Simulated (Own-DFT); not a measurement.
# Computed records: GaP (zincblende, strained, atoms displaced)

All values are calculated (Own-DFT development build). A calculation, not a measurement: plane-wave PBE density functional theory by an unreviewed code, no spin, of a simulated periodic cell, stress positive in tension, free energy of the whole cell less one offset for each atom, forces on such cells passed a denser k mesh, this cell's mesh not checked; offsets are fitted by least squares, one for each functional and potential file, so energies compare only between cells with the same atoms and settings and are not formation energies; the far tail of each file's local potential was reset to the Coulomb form; each entry is a single point on an unrelaxed cell, so the pressure reflects the starting lattice, mostly measured values (interpolated for alloys), from which strain is counted, and rises with the displacements; printed positions are rounded, which can move forces by about a meV/angstrom; the program, named Own-DFT, is a retired in-house code; no spin-orbit coupling.

```xyz
64
Lattice="10.8620 0.0000 0.0000 0.0000 10.8620 0.0000 0.0000 0.0000 10.9361" Properties=species:S:1:pos:R:3:force_x:R:1:force_y:R:1:force_z:R:1 formula=GaP functional=PBE potential_files=PseudoDojo_norm-conserving,scalar-relativistic,standard_set wave_cutoff=42 occupations=Fermi-Dirac smearing_width=0.1 k_mesh=3_x_3_x_3_centred_on_Gamma free_energy_of_cell_above_offsets=-33.195 pressure=3.67 stress_xx=-3.82 stress_yy=-3.93 stress_zz=-3.26 stress_yz=-0.18 stress_xz=0.4 stress_xy=-0.29
Ga     0.0100    10.7497     0.0146       0.31      1.473     -0.442
Ga     0.0862     2.7525     2.6594      -0.84      0.493      0.762
Ga     2.7661     0.0805     2.7076     -0.824     -0.665     -0.432
Ga     2.6883     2.7842     0.0153      0.491     -1.195     -0.462
P      1.3223     1.4119     1.3361      0.619     -0.994     -0.407
P      1.3910     4.0992     4.0970     -0.264      0.499     -0.018
P      4.1069     1.3778     4.0024     -0.289     -0.768      1.681
P      4.0171     4.0628     1.3481      1.429      0.174     -0.025
Ga    10.8275    10.8368     5.3972      0.443      0.347      -0.17
Ga     0.0277     2.6746     8.0967     -0.544      0.424      1.038
Ga     2.7366     0.0161     8.2372     -0.171     -0.221     -0.972
Ga     2.6695     2.6316     5.3997      0.493      0.666      0.429
P      1.3549     1.3511     6.8410      0.294         -1     -0.789
P      1.4460     4.0134     9.5168     -1.608      0.554      0.084
P      4.1307     1.3408     9.4218     -1.075       0.12      2.073
P      4.1129     4.0539     6.8334       -0.8      -0.01     -0.516
Ga     0.0313     5.4215     0.0719      0.587      0.222     -1.662
Ga     0.0605     8.1125     2.5774     -0.633      0.174      1.728
Ga     2.8451     5.4567     2.7160     -1.468     -0.488     -0.162
Ga     2.7237     8.1094    10.8942     -0.593      0.725      0.631
P      1.3548     6.7890     1.3571      1.136     -0.544     -0.378
P      1.3940     9.4394     4.0417     -0.081      0.625     -0.002
P      4.1175     6.7706     3.9966      0.282      0.656      1.376
P      4.0408     9.5435     1.2884      0.047     -0.575       0.84
Ga    10.7874     5.5223     5.5053       0.54     -0.854     -0.635
Ga    10.7714     8.1613     8.2536      0.809      0.448       -0.9
Ga     2.7082     5.4033     8.2234      0.479      0.532     -0.477
Ga     2.7357     8.1185     5.4639      0.222      0.061     -0.373
P      1.3495     6.7892     6.7731      -0.04      0.236      1.237
P      1.4078     9.5441     9.5654      -0.48      -0.84     -0.116
P      4.0435     6.7868     9.6851       0.89     -0.544     -1.634
P      4.0960     9.4840     6.8308      -0.14      0.305     -0.477
Ga     5.3437     0.0167    10.9157      0.881      0.101     -0.532
Ga     5.3928     2.7083     2.7963      0.878      0.989     -1.141
Ga     8.1524    10.8373     2.7040     -0.148      1.057     -0.119
Ga     8.1805     2.6898     0.0271     -0.136      0.761     -0.193
P      6.7407     1.4191     1.3044      0.082     -0.783       0.69
P      6.8322     4.0624     4.1177     -0.396     -0.042     -0.405
P      9.4679     1.4422     4.0837      0.505     -0.438      -0.46
P      9.5636     4.1511     1.3058     -1.123     -0.885      1.143
Ga     5.5113    10.8233     5.3762     -1.075      0.844      1.013
Ga     5.3739     2.6900     8.2028      1.205      0.634     -0.789
Ga     8.0343    10.8604     8.1921      1.226      0.234      0.536
Ga     8.1759     2.7675     5.5057     -0.773     -0.947     -0.334
P      6.8054     1.3186     6.8523     -0.588      0.975     -0.828
P      6.7345     4.0568     9.5903      1.288     -0.453     -0.809
P      9.5056     1.3726     9.6198      0.213     -0.652     -0.849
P      9.4940     4.0520     6.7721      0.686      0.614      1.148
Ga     5.5283     5.4126    10.8974     -1.104       0.24      0.877
Ga     5.4727     8.1576     2.7324     -0.506      0.338      -0.74
Ga     8.1525     5.4786     2.7669     -0.112     -0.644     -0.613
Ga     8.1673     8.1572    10.8213      -0.43       0.44      1.136
P      6.7843     6.7928     1.3742      0.563       0.28     -0.388
P      6.7664     9.5444     4.0540      0.732     -0.745     -0.411
P      9.4615     6.7748     4.0956      0.707      1.077     -0.371
P      9.5885     9.5464     1.4037     -1.326     -0.908     -0.522
Ga     5.4272     5.3981     5.4342      0.114      0.042      0.063
Ga     5.4360     8.1338     8.1661     -0.124     -0.976      0.002
Ga     8.2315     5.4438     8.2161     -0.858         -1     -0.169
Ga     8.1226     8.1910     5.4038      0.126     -0.188      0.751
P      6.8475     6.6763     6.8141     -0.476      1.137     -0.151
P      6.7543     9.4807     9.4860     -0.134      0.204      1.035
P      9.4719     6.7848     9.5578      1.037     -0.372      0.538
P      9.4760     9.6104     6.8245      -0.16     -0.968      0.064
```

Units: wave_cutoff in hartree; smearing_width, free_energy_of_cell_above_offsets in eV; pressure, stress_xx, stress_yy, stress_zz, stress_yz, stress_xz, stress_xy in GPa; force_x, force_y, force_z in eV/Å.
